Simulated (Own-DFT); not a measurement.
# Response to strain: wurtzite AlN, 128 atoms (Al64N64)

All numbers below are calculated, not measured. They come from Own-DFT, an in-house plane-wave density functional program, since retired, whose code no person has reviewed. Each row is one single-point run on a periodic cell that was not relaxed, without spin or spin-orbit coupling.

Settings of every run: PBE; PseudoDojo norm-conserving scalar-relativistic files; cutoff 42 hartree; 2 x 2 x 2 k mesh centred on Gamma; Fermi-Dirac smearing of 0.1 eV.

Known limits: forces on such cells passed a denser k mesh, each cell not checked; stress not checked against mesh or cutoff.

Unstrained cell vectors in Å: (12.448, 0.000, 0.000); (-6.224, 10.780, 0.000); (0.000, 0.000, 9.964). The unstrained cell has measured lattice constants (interpolated for alloys), not those of this functional. That, the random moves and any unrelaxed bonds set the pressure at no strain. Each run strains this cell uniformly, with the atoms carried along. Every atom was also moved at random, by a Gaussian of width 0.05 Å on each axis. Strain is the symmetric tensor, in per cent. Stress is positive in tension, and the pressure is minus a third of its trace.

| run | e_xx (%) | e_yy (%) | e_zz (%) | e_yz (%) | e_xz (%) | e_xy (%) | s_xx (GPa) | s_yy (GPa) | s_zz (GPa) | s_yz (GPa) | s_xz (GPa) | s_xy (GPa) | P (GPa) | E (meV/atom) |
|---|---|---|---|---|---|---|---|---|---|---|---|---|---|---|
| 1 | 1.27 | 0.74 | -0.28 | 0.70 | 0.32 | -0.58 | -0.02 | -1.74 | -4.08 | 2.10 | -0.26 | -1.65 | 1.95 | 0.0 |
| 2 | -1.14 | -1.25 | -1.67 | -0.91 | -1.71 | 0.92 | -13.53 | -13.66 | -18.04 | -3.42 | -3.74 | 3.78 | 15.08 | 41.5 |
| 3 | -1.20 | -0.47 | -1.20 | -1.71 | 1.12 | -0.63 | -13.13 | -10.59 | -12.66 | -4.40 | 2.83 | -3.95 | 12.13 | 25.7 |
| 4 | -0.81 | 0.74 | -1.99 | 0.43 | -0.81 | 1.92 | -8.97 | -5.42 | -17.54 | 0.72 | -1.70 | 7.38 | 10.64 | 36.6 |
| 5 | -1.13 | -0.05 | 1.71 | 0.79 | 0.78 | -0.03 | -10.76 | -5.26 | 1.02 | 2.23 | 1.96 | 0.09 | 5.00 | 13.0 |
| 6 | -0.36 | -1.63 | -1.11 | -0.19 | 1.02 | -0.07 | -8.71 | -15.45 | -14.09 | -1.15 | 2.39 | -0.65 | 12.75 | 23.5 |
| 7 | -0.45 | 1.85 | -1.48 | 0.34 | 0.40 | 0.85 | -5.57 | 1.10 | -13.30 | 1.15 | 0.89 | 3.55 | 5.92 | 17.3 |
| 8 | 1.29 | -1.00 | 0.30 | 0.15 | 1.60 | 1.97 | -1.38 | -11.79 | -2.71 | 0.18 | 4.81 | 7.70 | 5.29 | 30.8 |
| 9 | 0.61 | -0.02 | -0.08 | -1.30 | -0.93 | -1.98 | -2.80 | -5.16 | -7.10 | -3.73 | -2.27 | -6.66 | 5.02 | 16.3 |
| 10 | 1.47 | -0.85 | -1.75 | 1.23 | 1.19 | -0.49 | -1.01 | -9.50 | -14.41 | 3.62 | 3.65 | -2.18 | 8.31 | 21.7 |
| 11 | -0.01 | 0.58 | 2.00 | 1.05 | -1.68 | 1.16 | -2.76 | -3.08 | 3.62 | 2.41 | -4.14 | 3.12 | 0.74 | 11.7 |
| 12 | 1.02 | -1.66 | 1.34 | -0.88 | 0.01 | 0.18 | -0.69 | -11.16 | -1.32 | -2.60 | 0.35 | 1.27 | 4.39 | 6.9 |
| 13 | -0.42 | 1.01 | 0.56 | 0.44 | -0.33 | 1.22 | -7.23 | -2.01 | -0.75 | 0.95 | -0.46 | 5.22 | 3.33 | 5.7 |
| 14 | -0.48 | -0.63 | -0.46 | 1.31 | 0.78 | 1.74 | -9.43 | -11.62 | -8.12 | 3.46 | 2.11 | 7.48 | 9.72 | 38.6 |
| 15 | -0.73 | -1.46 | 1.62 | -0.26 | -1.14 | 0.95 | ? | ? | ? | ? | ? | ? | ? | ? |

E is the free energy for each atom above the lowest run shown.

## Worked fit

Each stress component was fitted by least squares to a constant and the strains of the runs shown, as fractions, with shears doubled. Shear strains stay in the fit of a normal stress only where such slopes are resolved. The slopes, in GPa:

```
stress  at no strain  per e_xx  per e_yy  per e_zz  scatter
  s_xx          -5.7  465 ± 29  107 ± 26   57 ± 21     0.99
  s_yy          -6.4   86 ± 33  464 ± 30   70 ± 24     1.12
  s_zz          -6.1  118 ± 41  107 ± 37  510 ± 30     1.40
```

Each shear stress against twice its own strain: yz 137 ± 4, xz 123 ± 7, xy 193 ± 14 GPa. These are stiffnesses along x, y and z of the frame in which the cell vectors are given, which need not be the crystal's axes. The atoms are held to the strained lattice; where symmetry lets them move under strain, relaxing them would lower some slopes. The table should be nearly symmetric about its diagonal, and what it lacks of that shows the noise. A ninth of its sum, 220 ± 4 GPa, estimates the bulk modulus near the mean pressure of these runs, 7.2 GPa, so it lies above the value at zero pressure.

## Withheld run

Question: what normal stresses and pressure should run 15 give?

The fit gives s_xx = -9.7, s_yy = -12.7, s_zz = -0.2 and P = 7.5 GPa. The calculation gave -9.27, -14.24, 0.60 and P = 7.64 GPa.
